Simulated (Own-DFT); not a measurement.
# Response to strain: wurtzite AlN, 128 atoms (Al64N64)

All numbers below are calculated, not measured. The program, named Own-DFT, is a retired in-house plane-wave density functional code that no person has reviewed. Each row is one single-point run on a periodic cell that was not relaxed, without spin or spin-orbit coupling.

Settings of every run: PBE; PseudoDojo norm-conserving scalar-relativistic files; cutoff 42 hartree; 3 x 3 x 3 k mesh centred on Gamma; Gaussian smearing of 0.01 eV.

Known limits: k mesh not checked against a denser one; stress not checked against mesh or cutoff.

Unstrained cell vectors in Å: (12.448, 0.000, 0.000); (-6.224, 10.780, 0.000); (0.000, 0.000, 9.964). The unstrained cell has measured lattice constants (interpolated for alloys), not those of this functional. That, the random moves and any unrelaxed bonds set the pressure at no strain. Each run strains this cell uniformly, with the atoms carried along. Every atom was also moved at random, by a Gaussian of width 0.05 Å on each axis. Strain is the symmetric tensor, in per cent. Stress is positive in tension, and the pressure is minus a third of its trace.

```
run  e_xx (%)  e_yy (%)  e_zz (%)  s_xx (GPa)  s_yy (GPa)  s_zz (GPa)  P (GPa)  E (meV/atom)
  1      0.00      0.00      2.75       -4.11       -4.71        7.62     0.40           0.0
  2      0.00      0.00     -2.00       -7.62       -5.88      -17.05    10.18          33.3
  3      0.00      0.00      1.25       -5.16       -4.93        0.72     3.12           3.4
  4      0.00      0.00     -0.75       -5.86       -5.08      -10.10     7.02           3.9
  5      0.00      0.00      2.25       -3.77       -3.43        3.34     1.29           4.9
  6      0.00      0.00      2.50       -4.04       -3.83        4.53     1.11          16.4
  7      0.00      0.00      1.00       -5.80       -4.43       -1.06     3.76          11.0
  8      0.00      0.00      0.25       -5.82       -3.48       -5.82     5.04           4.9
  9      0.00      0.00     -0.25           ?           ?           ?        ?             ?
```

E is the free energy for each atom above the lowest run shown.

## Worked fit

The change of volume is close to e_xx + e_yy + e_zz. A straight line through the runs shown gives P = 5.80 - 199 x (fractional change of volume) GPa, with an error of 6 on the slope and a scatter of 0.27 GPa. The strain isn't the same on all axes and the cell isn't cubic, so the slope belongs to this path and is not the bulk modulus.

## Withheld run

Question: what pressure should run 9 give? Its volume changes by -0.25 %.

The line gives 6.3 GPa. The calculation gave 6.26 GPa.
